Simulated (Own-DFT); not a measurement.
# What a defect does to the pressure of its cell: D0_22 TiAl3

The numbers are computed, not measured, by runs of the plane-wave DFT program Own-DFT (in-house, retired, unreviewed) at fixed positions, with no spin and no spin-orbit coupling.

Common settings: PBE; PseudoDojo norm-conserving scalar-relativistic files; cutoff 42 hartree; 4 x 4 x 4 k mesh centred on Gamma; cold (Marzari-Vanderbilt) smearing of 0.2 eV.

Limits: forces on such cells failed a check on a denser k mesh; stress not checked against mesh or cutoff.

All runs share one cell, with vectors in Å (-2.365, -6.981, 4.326); (-7.667, 3.491, 1.442); (-2.950, -3.488, -7.241) and a volume of 625.4 Å³. The atoms are randomly displaced, by u rms on each axis. The defect's site can differ from row to row.

```
                     cell   formula   u (Å)  P (GPa)
                no defect  Al30Ti10  0.0203     1.97
                no defect  Al30Ti10  0.0207     2.01
                no defect  Al30Ti10  0.0488     2.66
 two Al on a Ti site each   Al32Ti8  0.0276     2.85
 two Al on a Ti site each   Al32Ti8  0.0280        ?
 two Al on a Ti site each   Al32Ti8  0.0515     3.43
 two Al on a Ti site each   Al32Ti8  0.0521     3.43
two Ti on an Al site each  Al28Ti12  0.0306     3.41
two Ti on an Al site each  Al28Ti12  0.0467     3.80
two Ti on an Al site each  Al28Ti12  0.0492     3.85
         two Al vacancies  Al28Ti10  0.0293     1.27
         two Al vacancies  Al28Ti10  0.0468     1.65
         two Al vacancies  Al28Ti10  0.0490     1.70
```

## Worked fit

P = P0 + c u² + a shift for each defect gives P0 = 1.88 GPa, c = 312 ± 10 GPa/Å² and a scatter of 0.03 GPa. The shifts, and each times the cell's volume:

- two Ti on an Al site each: 1.23 ± 0.02 GPa, 4.8 eV (2.4 eV for each of its 2 sites)
- two Al on a Ti site each: 0.72 ± 0.02 GPa, 2.8 eV (1.4 eV for each of its 2 sites)
- two Al vacancies: -0.91 ± 0.02 GPa, -3.6 eV (-1.8 eV for each of its 2 sites)

Positive is outwards. The product with the volume (160.2 GPa Å³ to the eV) is nearly free of the cell's size; divided by the bulk modulus at the cell's pressure it gives the volume that the defect adds. The atoms around the defects weren't relaxed, which would change these numbers.

## Withheld run

Asked: what pressure belongs in the blank (two Al on a Ti site each, u = 0.0280 Å)?

The fitted form gives 2.85 ± 0.03 GPa. The run itself gave 2.86 GPa.
